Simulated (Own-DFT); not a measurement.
# Response to strain: wurtzite GaN, 72 atoms (Ga36N36)

Calculated results; nothing here was measured. They come from Own-DFT, an in-house plane-wave density functional program, since retired, whose code no person has reviewed. Each row is one single-point run on a periodic cell that was not relaxed, without spin or spin-orbit coupling.

Settings of every run: PBE; PseudoDojo norm-conserving scalar-relativistic files (stringent for Ga); cutoff 96 hartree; 4 x 4 x 3 k mesh centred on Gamma; Gaussian smearing of 0.01 eV.

Known limits: forces not confirmed at this smearing and k mesh; stress not checked against mesh or cutoff.

Unstrained cell vectors in Å: (9.567, 0.000, 0.000); (-4.784, 8.285, 0.000); (0.000, 0.000, 10.370). The unstrained cell has measured lattice constants (interpolated for alloys), not those of this functional. That, the random moves and any unrelaxed bonds set the pressure at no strain. Each run strains this cell uniformly, with the atoms carried along. Every atom was also moved at random, by a Gaussian of width 0.05 Å on each axis. Strain is the symmetric tensor, in per cent. Stress is positive in tension, and the pressure is minus a third of its trace.

| run | e_xx (%) | e_yy (%) | e_zz (%) | s_xx (GPa) | s_yy (GPa) | s_zz (GPa) | P (GPa) | E (meV/atom) |
|---|---|---|---|---|---|---|---|---|
| 1 | 0.00 | 0.00 | 2.75 | -4.72 | -3.96 | 3.66 | 1.67 | 0.6 |
| 2 | 0.00 | 0.00 | 1.75 | -4.42 | -7.92 | 0.87 | 3.82 | 3.8 |
| 3 | 0.00 | 0.00 | -0.25 | -6.54 | -6.52 | -9.58 | 7.55 | 17.2 |
| 4 | 0.00 | 0.00 | -0.50 | -6.55 | -8.33 | -9.83 | 8.24 | 19.3 |
| 5 | 0.00 | 0.00 | -0.25 | -7.75 | -6.98 | -7.11 | 7.28 | 4.1 |
| 6 | 0.00 | 0.00 | -1.25 | -7.22 | -9.00 | -11.94 | 9.39 | 16.0 |
| 7 | 0.00 | 0.00 | 1.75 | -7.11 | -4.43 | 0.03 | 3.83 | 15.9 |
| 8 | 0.00 | 0.00 | -0.50 | -6.69 | -8.24 | -10.25 | 8.39 | 24.3 |
| 9 | 0.00 | 0.00 | 2.75 | -4.93 | -5.86 | 4.75 | 2.01 | 0.0 |
| 10 | 0.00 | 0.00 | -1.25 | -6.31 | -8.54 | -13.54 | 9.46 | 19.0 |
| 11 | 0.00 | 0.00 | 0.75 | ? | ? | ? | ? | ? |

E is the free energy for each atom above the lowest run shown.

## Worked fit

The change of volume is close to e_xx + e_yy + e_zz. A straight line through the runs shown gives P = 7.12 - 191 x (fractional change of volume) GPa, with an error of 4 on the slope and a scatter of 0.20 GPa. The strain isn't the same on all axes and the cell isn't cubic, so the slope belongs to this path and is not the bulk modulus.

## Withheld run

Question: what pressure should run 11 give? Its volume changes by 0.75 %.

The line gives 5.7 GPa. The calculation gave 5.49 GPa.
